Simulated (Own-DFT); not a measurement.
# Hybrid less PBE against volume: corundum Al2O3, 78 atoms (Al32O46), with two O vacancies

Calculated, not measured. Each geometry was run twice at fixed positions with Own-DFT, a retired in-house plane-wave program that no person has reviewed: with PBE, and with HSE06 (exact exchange share 0.25 at short range, screening 0.11 per bohr, Gygi-Baldereschi treatment of its divergence). Both used PseudoDojo norm-conserving files made for PBE, a cutoff of 48 hartree, the Gamma point alone, fixed occupations, a neutral cell and no spin. The unstrained cell is 7.9 Å across at its thinnest, so Gamma alone is coarse and defects feel their images. The oxygen file's force components were 24 meV/Å off all-electron values in a glass.

Unstrained cell vectors in Å: (5.494, 0.000, 8.660); (-2.747, 4.758, 8.660); (-2.747, -4.758, 8.660), volume V0 = 679.1 Å³, from measured lattice constants. Each geometry has its own random strain of a few per cent, its own defect sites and random moves of rms u per axis. HSE06 gave the energy alone. D is its energy less that of PBE, over the lowest D shown. The PBE stress wasn't checked against mesh or cutoff.

```
run  V - V0 (Å³)   u (Å)  P with PBE (GPa)  D (eV)
  1          9.9  0.0518              5.44   1.251
  2          0.3  0.0493              9.18   0.894
  3          2.6  0.0510              8.35   0.882
  4         -1.5  0.0265              6.96   0.695
  5        -14.4  0.0290             13.15   0.130
  6        -18.7  0.0473             16.90   0.054
  7         18.2  0.0287              0.89   1.467
  8        -18.7  0.0465             16.46   0.000
  9         11.3  0.0292              3.45   1.103
 10         -6.7  0.0492             11.48   0.505
 11         28.6  0.0519             -0.08   1.993
 12          2.3  0.0511              7.92   0.959
 13         12.8  0.0483              4.44       ?
```

## Fit

D = 0.66 + 0.0407 (V - V0) + 65 u² eV, with an error of 0.0010 on the volume slope, 16 on the last term and a scatter of 0.05 eV. Pressure is -dE/dV, and 1 eV/Å³ is 160.2 GPa, so HSE06 changes the pressure by -6.5 ± 0.2 GPa. With the ions held to the strained lattice, the PBE pressure falls by 253 ± 9 GPa per unit of volume strain; the shape of the strain isn't fitted, so the true error is larger, and a relaxed crystal would be softer. On that slope HSE06's volume at a given pressure is about 2.6 % smaller, or 0.9 % in lengths. At u = 0 and V0 the PBE pressure is 6.4 GPa, which puts the zero-pressure volume, against the measured cell and with the defects in, at +2.5 % for PBE and -0.0 % for HSE06, each good to a few tenths of a per cent.

## Prediction

The question: what D should run 13 give?

The fit gives 1.33 eV, with rows scattering by 0.05. DFT gave 1.336 eV.
